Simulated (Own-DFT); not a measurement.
Simulation results for SiC (twinned 3C silicon carbide, strained, atoms displaced)

All values are calculated (Own-DFT development build). A calculation, not a measurement: plane-wave PBE density functional theory by an unreviewed code, no spin, of a simulated periodic cell, stress positive in tension, free energy of the whole cell less one offset for each atom, forces on such cells passed a denser k mesh, this cell's mesh not checked; offsets are fitted by least squares, one for each functional and potential file, so energies compare only between cells with the same atoms and settings and are not formation energies; the far tail of each file's local potential was reset to the Coulomb form; each entry is a single point on an unrelaxed cell, so the pressure reflects the starting lattice, mostly measured values (interpolated for alloys), from which strain is counted, and rises with the displacements; printed positions are rounded, which can move forces by about a meV/angstrom; the program, named Own-DFT, is a retired in-house code; no spin-orbit coupling.

Common to all runs: functional PBE; potential files PseudoDojo norm-conserving, scalar-relativistic, standard set; wave cutoff 42 hartree; occupations Fermi-Dirac; smearing width 0.1 eV; hardware one NVIDIA H100; k mesh 5 x 5 x 2 centred on Gamma.

(1) SiC (twinned 3C silicon carbide, strained, atoms displaced)

```
cell vectors (Å)
   4.2420    -4.2837     0.0701
   0.0200     4.3738    -4.3708
   8.9470     8.8904     8.8443
atoms (fractions of the cell vectors)
Si  0.98346  0.98323  0.43675
C   0.01784  0.01705  0.06151
Si  0.16430  0.34708  0.10419
C   0.17684  0.34647  0.23027
Si  0.33060  0.17457  0.26979
C   0.33313  0.16667  0.39137
Si  0.99542  0.49801  0.44337
C   0.00473  0.50156  0.06154
Si  0.18862  0.84539  0.10827
C   0.15255  0.82691  0.22551
Si  0.33773  0.67554  0.27303
C   0.33952  0.66363  0.39425
Si  0.49239  0.00243  0.43932
C   0.51205  0.02051  0.06558
Si  0.66873  0.34062  0.09945
C   0.65054  0.33286  0.23450
Si  0.85753  0.17592  0.26641
C   0.83022  0.17211  0.39855
Si  0.48024  0.48436  0.43384
C   0.49579  0.49746  0.06003
Si  0.69661  0.86338  0.10390
C   0.67220  0.83769  0.22738
Si  0.82091  0.66397  0.26980
C   0.82863  0.66596  0.39734
Si  0.99135  0.99001  0.93230
C   0.00393  0.00211  0.56322
Si  0.84257  0.68692  0.60041
C   0.84665  0.67353  0.72869
Si  0.64797  0.81848  0.77175
C   0.66250  0.83621  0.89360
Si  0.99356  0.49891  0.93520
C   0.99823  0.48664  0.56716
Si  0.82944  0.15846  0.59804
C   0.82483  0.16359  0.73148
Si  0.68240  0.34990  0.77172
C   0.67490  0.33797  0.89670
Si  0.50720  0.00306  0.93854
C   0.50578  0.99433  0.56314
Si  0.33005  0.65950  0.60299
C   0.34277  0.67981  0.73395
Si  0.17564  0.84157  0.77303
C   0.16323  0.82545  0.89526
Si  0.49806  0.49511  0.94282
C   0.49740  0.49638  0.56098
Si  0.34016  0.15715  0.60743
C   0.33701  0.16649  0.73017
Si  0.16491  0.34184  0.77376
C   0.16669  0.34193  0.89445
```

- free energy of cell above offsets: -3.934 eV
- pressure: 6.6 GPa
- stress xx: -10.79 GPa
- stress yy: -3.98 GPa
- stress zz: -5.04 GPa
- stress yz: 0.14 GPa
- stress xz: 7.97 GPa
- stress xy: 9.58 GPa
- wall time: 193 s

Force:
```
element  x (eV/Å)  y (eV/Å)  z (eV/Å)
     Si      1.19      0.91     -1.73
      C      0.14     -0.98     0.118
     Si     0.933    -1.512     0.691
      C    -0.052    -0.907    -1.495
     Si    -0.922    -0.473     2.048
      C    -0.871     0.758     1.647
     Si    -0.456    -1.013    -0.867
      C     0.031     1.108    -1.627
     Si    -2.889     0.249    -0.112
      C     2.302      0.63     0.223
     Si    -0.728     0.271    -0.631
      C    -0.702      2.07    -0.408
     Si    -0.191    -1.422     0.001
      C    -0.361    -2.472     0.507
     Si     1.483     2.159     0.356
      C      1.14    -3.578    -1.899
     Si     -1.93     3.934     2.045
      C    -0.102    -1.296     0.025
     Si     2.252     0.295    -0.003
      C     1.974     1.458    -0.814
     Si    -2.064    -0.024     2.013
      C     0.109     0.668    -0.749
     Si      0.99    -0.345     0.666
      C    -0.719    -0.967     0.527
     Si     1.955     0.848    -0.864
      C    -0.014    -0.963    -1.228
     Si    -0.213    -0.476     3.759
      C    -1.095     0.866    -0.488
     Si     4.245    -1.181    -2.257
      C     0.068    -0.201     1.639
     Si     2.347    -0.356     0.322
      C    -0.975     0.952    -2.339
     Si     2.875     1.529     1.482
      C    -0.004    -1.193    -0.454
     Si    -1.266    -0.436     0.989
      C    -2.024     0.829     0.379
     Si    -0.656     0.623    -0.046
      C    -2.365     0.509     0.152
     Si     1.501      0.27     0.694
      C    -4.436    -0.902      0.65
     Si    -0.262     0.183    -0.173
      C     0.767     0.653    -0.837
     Si    -1.285    -0.667    -1.805
      C     0.162    -0.411      0.36
     Si     0.124     1.094    -1.193
      C     0.465      0.94    -0.829
     Si    -0.739    -1.395     0.182
      C     0.265    -0.638     1.371
```

(2) SiC (twinned 3C silicon carbide, strained, atoms displaced)

```
cell vectors (Å)
   4.2888    -4.3567    -0.0149
   0.1055     4.4473    -4.3910
   8.5897     8.7554     8.4316
atoms (fractions of the cell vectors)
Si  0.99163  0.98269  0.43990
C   0.00326  0.00031  0.06757
Si  0.15614  0.33211  0.10729
C   0.17581  0.34461  0.22842
Si  0.33809  0.15682  0.27085
C   0.35207  0.18872  0.39229
Si  0.01208  0.50773  0.43571
C   0.99629  0.51624  0.06116
Si  0.16165  0.82705  0.10228
C   0.14905  0.81884  0.22725
Si  0.32574  0.66021  0.27248
C   0.32369  0.65830  0.39444
Si  0.50068  0.99102  0.43781
C   0.49610  0.99153  0.06773
Si  0.66306  0.31895  0.11272
C   0.67707  0.33298  0.22975
Si  0.83302  0.16422  0.26699
C   0.83472  0.17105  0.39701
Si  0.51414  0.50990  0.44019
C   0.50284  0.51130  0.06422
Si  0.65978  0.82933  0.10881
C   0.68014  0.84885  0.22973
Si  0.84214  0.67847  0.26656
C   0.84280  0.66877  0.39579
Si  0.00428  0.99750  0.93561
C   0.01886  0.00632  0.56244
Si  0.82890  0.66645  0.60396
C   0.84073  0.67151  0.72813
Si  0.67011  0.83389  0.77325
C   0.66611  0.83259  0.89445
Si  0.00381  0.49689  0.93583
C   0.99460  0.49696  0.55823
Si  0.82529  0.16631  0.60028
C   0.82331  0.14301  0.72790
Si  0.67735  0.33479  0.77625
C   0.66387  0.34167  0.89353
Si  0.49779  0.00342  0.93837
C   0.51968  0.01381  0.56911
Si  0.34073  0.65140  0.60719
C   0.32434  0.64549  0.72738
Si  0.15210  0.81931  0.77204
C   0.15970  0.83201  0.90112
Si  0.50237  0.50051  0.93801
C   0.51208  0.50949  0.56331
Si  0.31383  0.16568  0.60275
C   0.32727  0.17940  0.72330
Si  0.15608  0.32360  0.76541
C   0.16790  0.33651  0.89745
```

* free energy of cell above offsets: -2.962 eV
* pressure: 7.01 GPa
* stress xx: -11.45 GPa
* stress yy: -3.89 GPa
* stress zz: -5.7 GPa
* stress yz: -7.34 GPa
* stress xz: -6.32 GPa
* stress xy: 1.5 GPa
* wall time: 187.9 s

Force:
```
element  x (eV/Å)  y (eV/Å)  z (eV/Å)
     Si     0.673    -0.223     -3.41
      C    -1.278     0.369    -1.165
     Si    -0.138    -1.498    -1.803
      C     0.185    -0.127     1.673
     Si    -0.675     0.713    -1.063
      C    -0.147     0.401     2.951
     Si    -1.786     0.352     2.045
      C    -0.488    -1.338     2.517
     Si     0.349     0.743    -0.267
      C     3.079    -1.163    -1.592
     Si     0.104    -0.831    -1.235
      C     2.629    -0.478     -0.93
     Si     0.424     1.282    -1.078
      C    -0.194     0.077    -1.636
     Si    -2.292    -1.004    -3.673
      C     0.118     2.138     0.454
     Si     2.745      0.83     0.589
      C    -0.199    -1.318     0.395
     Si    -1.665    -0.929    -0.087
      C    -0.247    -0.515     1.741
     Si    -0.059    -1.957    -0.987
      C    -1.239      0.68     1.984
     Si    -0.879     1.419     2.789
      C     -0.79     0.074    -0.588
     Si     0.255     2.594     0.191
      C    -4.567     1.607     1.623
     Si     1.998     -1.36    -0.426
      C    -1.112     0.611     1.559
     Si     -1.96    -1.124     0.817
      C     0.657     1.085     0.383
     Si     0.092     1.361     0.439
      C     2.001     0.737      0.55
     Si     3.584    -0.978    -0.509
      C     0.533     1.704    -2.046
     Si      -3.7    -1.642    -1.849
      C     1.567     0.208     2.172
     Si     0.594     -0.41     0.318
      C    -5.793      0.17     1.552
     Si    -1.663      1.68    -2.629
      C     1.546     2.121      -0.5
     Si     1.935    -0.968    -2.124
      C    -0.267    -2.232    -0.834
     Si      0.12     1.113    -0.203
      C    -1.417    -0.187     0.959
     Si     4.815    -2.741    -0.981
      C     2.167    -0.651     2.739
     Si     1.188     0.833     1.092
      C    -0.802    -1.228     0.082
```

(3) SiC (twinned 3C silicon carbide, strained, atoms displaced)

```
cell vectors (Å)
   4.4157    -4.3377     0.0933
  -0.0996     4.3314    -4.4643
   8.7861     8.4436     8.9088
atoms (fractions of the cell vectors)
Si  0.99904  0.99610  0.43953
C   0.00306  0.98858  0.05865
Si  0.17361  0.32293  0.10526
C   0.16585  0.32035  0.23044
Si  0.34492  0.18032  0.27410
C   0.34502  0.16429  0.39508
Si  0.00632  0.51408  0.44088
C   0.02653  0.51639  0.06479
Si  0.15580  0.82966  0.09908
C   0.17112  0.84955  0.23126
Si  0.33469  0.65474  0.27313
C   0.31997  0.67420  0.39292
Si  0.50255  0.00930  0.43795
C   0.50414  0.99734  0.06002
Si  0.66387  0.34033  0.10647
C   0.66111  0.32913  0.22443
Si  0.82454  0.15661  0.26620
C   0.82397  0.15658  0.39257
Si  0.50342  0.50976  0.44050
C   0.48723  0.48168  0.06437
Si  0.66781  0.82114  0.10308
C   0.68402  0.84858  0.22797
Si  0.84497  0.66515  0.27277
C   0.84404  0.68157  0.39782
Si  0.01331  0.99100  0.93579
C   0.01508  0.00758  0.56295
Si  0.82161  0.66671  0.60248
C   0.83962  0.68051  0.72764
Si  0.66851  0.82542  0.77261
C   0.67084  0.83270  0.89670
Si  0.99792  0.49382  0.93622
C   0.00336  0.50938  0.56167
Si  0.83550  0.17190  0.60414
C   0.82680  0.14829  0.73167
Si  0.64644  0.32232  0.76701
C   0.65908  0.34081  0.89421
Si  0.48687  0.99027  0.93719
C   0.50078  0.99958  0.56588
Si  0.33730  0.67535  0.60440
C   0.33624  0.66320  0.73132
Si  0.16347  0.81927  0.77695
C   0.16457  0.83071  0.89763
Si  0.51384  0.50405  0.94081
C   0.49826  0.51241  0.56632
Si  0.33849  0.17275  0.60406
C   0.31811  0.15326  0.72888
Si  0.18019  0.34816  0.77482
C   0.15575  0.31999  0.89138
```

- free energy of cell above offsets: -3.972 eV
- pressure: 4.08 GPa
- stress xx: -3.13 GPa
- stress yy: -10.28 GPa
- stress zz: 1.17 GPa
- stress yz: -3.54 GPa
- stress xz: 3.79 GPa
- stress xy: -3.84 GPa
- wall time: 177.2 s

Force:
```
element  x (eV/Å)  y (eV/Å)  z (eV/Å)
     Si     0.588      0.63    -2.399
      C    -0.341     1.286     -0.34
     Si    -1.493     1.684     0.282
      C     0.109     0.561    -0.993
     Si    -1.505    -0.802     0.922
      C     0.225     2.596    -0.631
     Si    -2.291     -1.11     0.662
      C    -3.058    -1.148     2.516
     Si     4.095     0.657    -0.023
      C     -0.26    -2.063     0.817
     Si    -1.118     0.188    -2.759
      C     2.582    -0.831     1.261
     Si     0.051    -0.637     0.747
      C     0.557     0.769     0.361
     Si    -0.414    -3.063    -0.234
      C     2.533     0.926     0.492
     Si     2.062     1.774      -1.1
      C     1.763     0.452    -0.778
     Si    -1.012    -0.504    -0.297
      C     1.625    -0.782    -1.716
     Si     -0.44     1.195    -0.935
      C    -2.313    -1.759     3.388
     Si    -0.634     0.557    -1.243
      C    -1.486    -0.707     1.921
     Si    -1.781     3.174    -1.262
      C    -1.532     0.734     0.249
     Si     2.633    -0.164    -0.729
      C    -0.438    -1.523     2.185
     Si     0.018     0.819    -0.635
      C     -0.01     0.185     0.447
     Si     0.067     0.214     0.859
      C     0.305     0.565     1.212
     Si     0.932    -0.181     0.618
      C     0.239     0.997     -2.31
     Si     1.808    -0.667    -0.338
      C     0.614    -1.997     1.311
     Si      2.23    -0.762    -1.214
      C    -0.232    -0.407    -1.387
     Si    -0.229     1.465     0.786
      C    -0.266     0.273    -0.619
     Si    -1.468    -0.584    -2.293
      C     -0.14    -1.993     0.997
     Si    -2.368     1.287    -0.503
      C    -0.777     -1.44     0.502
     Si     0.134       0.5     0.756
      C     0.662     0.099    -0.311
     Si    -3.133    -1.716     0.913
      C      2.91     1.258     0.847
```

(4) SiC (twinned 3C silicon carbide, strained, atoms displaced)

```
cell vectors (Å)
   4.3613    -4.3410    -0.0319
   0.1003     4.4094    -4.4448
   8.8378     8.8608     8.7311
atoms (fractions of the cell vectors)
Si  0.00478  0.98810  0.43699
C   0.99280  0.99388  0.06795
Si  0.16561  0.32493  0.10014
C   0.16927  0.32187  0.22544
Si  0.32718  0.16910  0.27147
C   0.33803  0.16753  0.39012
Si  0.00425  0.51241  0.42821
C   0.01396  0.51991  0.06281
Si  0.16796  0.82386  0.10122
C   0.16926  0.83696  0.22562
Si  0.33064  0.66569  0.27164
C   0.31563  0.65549  0.39675
Si  0.49269  0.98999  0.43583
C   0.49878  0.99953  0.06183
Si  0.64698  0.32347  0.10011
C   0.66963  0.33960  0.22939
Si  0.82439  0.16944  0.26956
C   0.85059  0.18386  0.39189
Si  0.49805  0.49392  0.43930
C   0.49474  0.50225  0.05688
Si  0.66201  0.83153  0.11048
C   0.67002  0.82961  0.22709
Si  0.83089  0.66587  0.27661
C   0.82699  0.66082  0.39717
Si  0.99245  0.99043  0.94236
C   0.00369  0.99196  0.56073
Si  0.82999  0.65486  0.60543
C   0.83175  0.67927  0.72450
Si  0.66863  0.84921  0.76895
C   0.65015  0.82160  0.89385
Si  0.99936  0.50740  0.93405
C   0.99953  0.49347  0.56686
Si  0.82192  0.15882  0.60257
C   0.82779  0.16320  0.73370
Si  0.67169  0.33828  0.77043
C   0.67140  0.31718  0.90164
Si  0.49195  0.99708  0.94165
C   0.48661  0.99147  0.56593
Si  0.34602  0.67688  0.60227
C   0.31461  0.66756  0.73305
Si  0.16102  0.81872  0.77840
C   0.15931  0.82404  0.89976
Si  0.51417  0.49923  0.93697
C   0.50517  0.50543  0.56758
Si  0.34825  0.17771  0.60517
C   0.34180  0.15528  0.72953
Si  0.17441  0.34512  0.77213
C   0.15838  0.33211  0.90191
```

* free energy of cell above offsets: -3.824 eV
* pressure: -2.52 GPa
* stress xx: 3.25 GPa
* stress yy: 0.36 GPa
* stress zz: 3.95 GPa
* stress yz: -1.12 GPa
* stress xz: -4.3 GPa
* stress xy: 3.57 GPa
* wall time: 180.9 s

Force:
```
element  x (eV/Å)  y (eV/Å)  z (eV/Å)
     Si    -0.015     1.557    -1.496
      C    -0.466    -0.779    -0.606
     Si     0.064     1.169    -0.592
      C    -0.497     2.283    -1.053
     Si    -0.191    -2.563    -0.411
      C     1.096     1.369     1.816
     Si     0.407       1.4     4.682
      C    -2.443    -1.333     2.331
     Si     0.717     2.174    -0.354
      C     0.846      0.89      1.31
     Si    -0.917    -1.219    -0.443
      C      2.54    -1.839    -2.031
     Si      1.13    -0.074    -0.989
      C     0.624     0.526     0.682
     Si     2.584     0.245    -1.042
      C    -1.082     0.419    -0.034
     Si     0.629    -1.748    -0.125
      C    -0.897     0.054     2.316
     Si    -0.567     0.392      0.34
      C      1.51     0.788     1.065
     Si    -1.485    -2.102    -1.088
      C     0.923     2.593     1.389
     Si    -1.322    -2.145    -1.793
      C    -0.304     0.917    -0.965
     Si    -1.006     0.773     -1.03
      C     0.154      0.79     0.004
     Si     1.177    -0.483    -1.778
      C     1.323     0.822      2.22
     Si    -0.494    -0.059     2.348
      C     1.517    -0.129    -0.397
     Si     1.584     0.082     2.828
      C     -0.85    -1.097    -1.006
     Si      1.69     -0.72    -0.036
      C     0.222    -0.955    -2.331
     Si      -0.2     0.628     0.445
      C    -1.472     0.511    -2.137
     Si    -0.262    -2.004     0.139
      C     0.208    -1.504    -2.156
     Si    -1.291     1.978     2.747
      C     1.156    -3.124    -0.667
     Si    -1.485     1.169    -2.932
      C     0.084     0.666    -1.497
     Si    -1.999     0.882     -0.07
      C    -1.129    -1.245     -0.37
     Si    -1.555      1.15     1.741
      C     -0.09     1.821     -0.42
     Si    -0.313    -0.693     1.925
      C     0.147    -2.232     -0.48
```

(5) SiC (twinned 3C silicon carbide, strained, atoms displaced)

```
cell vectors (Å)
   4.3821    -4.4271    -0.1062
  -0.0063     4.3145    -4.2384
   8.5889     8.8913     8.7517
atoms (fractions of the cell vectors)
Si  0.00390  0.00050  0.43991
C   0.99115  0.99075  0.06530
Si  0.18553  0.32733  0.10894
C   0.16324  0.33305  0.22452
Si  0.31773  0.17502  0.26619
C   0.33764  0.18038  0.39296
Si  0.00944  0.50626  0.43566
C   0.99970  0.50785  0.06090
Si  0.16825  0.84002  0.10385
C   0.18125  0.84543  0.23487
Si  0.33013  0.66222  0.26715
C   0.33878  0.66952  0.39489
Si  0.49129  0.00313  0.43243
C   0.49965  0.00242  0.05777
Si  0.66685  0.32965  0.09473
C   0.66419  0.34176  0.23063
Si  0.82458  0.15453  0.27048
C   0.81845  0.14604  0.39568
Si  0.50991  0.51250  0.44083
C   0.50600  0.49063  0.06120
Si  0.65553  0.81266  0.10480
C   0.66349  0.83227  0.22976
Si  0.83710  0.66556  0.27131
C   0.83495  0.65761  0.39157
Si  0.00280  0.99409  0.93658
C   0.00485  0.01357  0.56460
Si  0.82514  0.64733  0.60467
C   0.83283  0.65523  0.72287
Si  0.66526  0.82854  0.77369
C   0.68294  0.83602  0.90756
Si  0.01183  0.50158  0.94135
C   0.00491  0.50736  0.56164
Si  0.83933  0.15964  0.60620
C   0.83266  0.15808  0.72929
Si  0.69296  0.34017  0.77555
C   0.66813  0.34114  0.89561
Si  0.48996  0.98796  0.93885
C   0.49465  0.00374  0.55531
Si  0.32934  0.67195  0.60139
C   0.33826  0.67158  0.72562
Si  0.14712  0.81352  0.77094
C   0.16450  0.82774  0.89977
Si  0.51373  0.50159  0.94144
C   0.50202  0.51355  0.56599
Si  0.34612  0.17202  0.60565
C   0.33486  0.16894  0.72672
Si  0.16505  0.34426  0.77415
C   0.15796  0.34035  0.90272
```

* free energy of cell above offsets: -3.520 eV
* pressure: 5.9 GPa
* stress xx: -4.73 GPa
* stress yy: -4.87 GPa
* stress zz: -8.08 GPa
* stress yz: 7.6 GPa
* stress xz: -2.95 GPa
* stress xy: -3.3 GPa
* wall time: 201.2 s

Force:
```
element  x (eV/Å)  y (eV/Å)  z (eV/Å)
     Si     -0.39     -0.35    -0.345
      C     0.114     0.055    -0.871
     Si    -3.836     0.028    -1.838
      C    -0.217     2.232     0.647
     Si     4.034    -1.106     1.153
      C    -0.764     0.764     0.425
     Si    -0.728    -0.684     1.284
      C     1.497    -0.574     1.568
     Si     0.579    -0.171     1.001
      C    -2.904    -0.763     -0.18
     Si       1.8     0.855     0.291
      C    -1.034    -0.213     0.194
     Si     0.747    -0.269    -0.175
      C      0.27      0.31     2.425
     Si     3.581     0.636     1.698
      C    -1.452    -1.966     0.288
     Si     0.184     1.538    -1.339
      C     1.129    -0.014     -1.73
     Si    -0.628    -0.918     0.029
      C    -1.007     1.617     0.334
     Si     1.329     0.938    -1.988
      C    -1.048    -1.238     0.506
     Si    -0.117    -0.126    -0.804
      C      1.33     1.943     0.129
     Si     2.043     1.536    -0.084
      C      0.23    -2.111     1.447
     Si     0.189      0.24    -3.024
      C     1.332     2.404     1.173
     Si    -0.044    -0.573     0.295
      C    -3.734    -0.494    -1.362
     Si    -1.663     2.092     0.288
      C    -0.609    -0.402     1.062
     Si    -1.608     0.833    -1.423
      C     1.066      0.56     0.025
     Si    -3.785     0.461     0.535
      C     0.963    -0.948     1.436
     Si     0.667     -0.85    -1.907
      C     1.889     0.392     0.739
     Si     0.683     0.058    -0.327
      C     0.382     1.308     0.943
     Si     2.001    -0.327    -2.727
      C    -0.976    -1.109    -1.367
     Si    -2.178     0.217    -0.293
      C    -0.482    -1.285     0.195
     Si    -1.429     0.667    -0.135
      C     1.547     1.124     1.629
     Si     0.239     -2.33     0.555
      C     0.805    -3.988    -0.374
```
